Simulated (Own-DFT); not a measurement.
# One trend across several semiconductors

Calculated, not measured: single-point runs of Own-DFT, a retired in-house plane-wave DFT program that no person has reviewed, on unrelaxed cells, without spin or spin-orbit coupling.

Caveats (not all hold for every row): forces on such cells moved up to 12 meV/angstrom on a denser k mesh; forces not confirmed at this smearing and k mesh; k mesh not checked against a denser one; forces on such cells passed a denser k mesh, each cell not checked; stress not checked against mesh or cutoff.

All runs are PBE with PseudoDojo norm-conserving files; cutoff and k mesh are each material's own. Every cell starts from measured lattice constants and was given uniform random strains and small random moves of its atoms. Each triple is the change of volume in per cent, the rms move u in Å and the pressure in GPa.

- 4H SiC (C36Si36), 10.36 Å³/atom unstrained: (-3.93, 0.047, 14.98); (-2.06, 0.052, 10.34); (-1.71, 0.047, 9.30); (-0.17, 0.051, 5.58); (0.54, 0.049, 3.96); (1.20, 0.050, 2.59); (1.64, 0.048, 1.81)
- wurtzite AlN (Al36N36), 10.45 Å³/atom unstrained: withheld
- wurtzite GaN (Ga36N36), 11.42 Å³/atom unstrained: (-1.65, 0.055, 11.86); (-0.36, 0.047, 8.29); (0.63, 0.057, 7.01); (0.89, 0.053, 6.47); (0.94, 0.051, 5.58); (1.56, 0.048, 4.76); (1.73, 0.049, 4.04)
- diamond silicon (Si64), 20.02 Å³/atom unstrained: (-2.07, 0.053, 4.95); (-0.11, 0.046, 2.73); (0.27, 0.048, 2.38); (0.68, 0.054, 2.30); (1.36, 0.052, 1.47); (1.42, 0.053, 1.43); (2.02, 0.050, 0.93)
- zincblende GaAs (As32Ga32), 22.58 Å³/atom unstrained: (-3.29, 0.052, 6.98); (-1.17, 0.057, 5.20); (-0.64, 0.050, 4.54); (-0.35, 0.045, 4.34); (0.00, 0.051, 4.32); (2.32, 0.050, 2.57); (3.57, 0.051, 1.61)
- grey tin (Sn64), 34.15 Å³/atom unstrained: (-2.86, 0.047, 5.25); (-2.22, 0.050, 5.03); (-2.01, 0.050, 4.88); (-1.60, 0.048, 4.55); (-1.17, 0.056, 4.50); (0.80, 0.049, 3.24); (1.68, 0.051, 2.84)

## Fit

Fit a line to each set against the fractional change of volume; B is minus its slope, and u is nearly the same within a set. To take it to zero pressure, assume that B rises by 4 GPa for each GPa: B0 = B - 4 x (mean pressure). The bond length of an ideal tetrahedral crystal with the unstrained volume v is d = (√3/4)(8 v)^(1/3). Cohen's empirical rule reads B0 = (1971 - 220 L) d^(-3.5) GPa, with L = 0 for group IV crystals and SiC and 1 for III-V compounds.

```
                  material  L  d (Å)   B (GPa)  mean P (GPa)  B0 (GPa)  rule (GPa)
          4H SiC (C36Si36)  0  1.888   239 ± 5           6.9   211 ± 5         213
    wurtzite AlN (Al36N36)  1  1.893         ?             ?         ?         188
    wurtzite GaN (Ga36N36)  1  1.950  220 ± 14           6.9  193 ± 14         169
    diamond silicon (Si64)  0  2.352    97 ± 4           2.3    88 ± 4          99
zincblende GaAs (As32Ga32)  1  2.448    77 ± 3           4.2    60 ± 3          76
           grey tin (Sn64)  0  2.810    55 ± 2           4.3    38 ± 2          53
```

A line through ln[B0/(1971 - 220 L)] against ln d has a slope of -4.5 ± 0.2 and a scatter of 8 %. Against the rule, B0 stands at 99 % for 4H SiC, 114 % for wurtzite GaN, 89 % for diamond silicon, 79 % for zincblende GaAs, 71 % for grey tin. PBE tends to make silicon and heavier crystals too soft, and the rule itself is only a guide.

## The run left out

Q: what B0 does the fitted trend give for wurtzite AlN (Al36N36)?

From the line: 201 GPa. Its own runs give B = 203 ± 6 GPa at a mean pressure of 5.5 GPa, so B0 = 181 GPa.
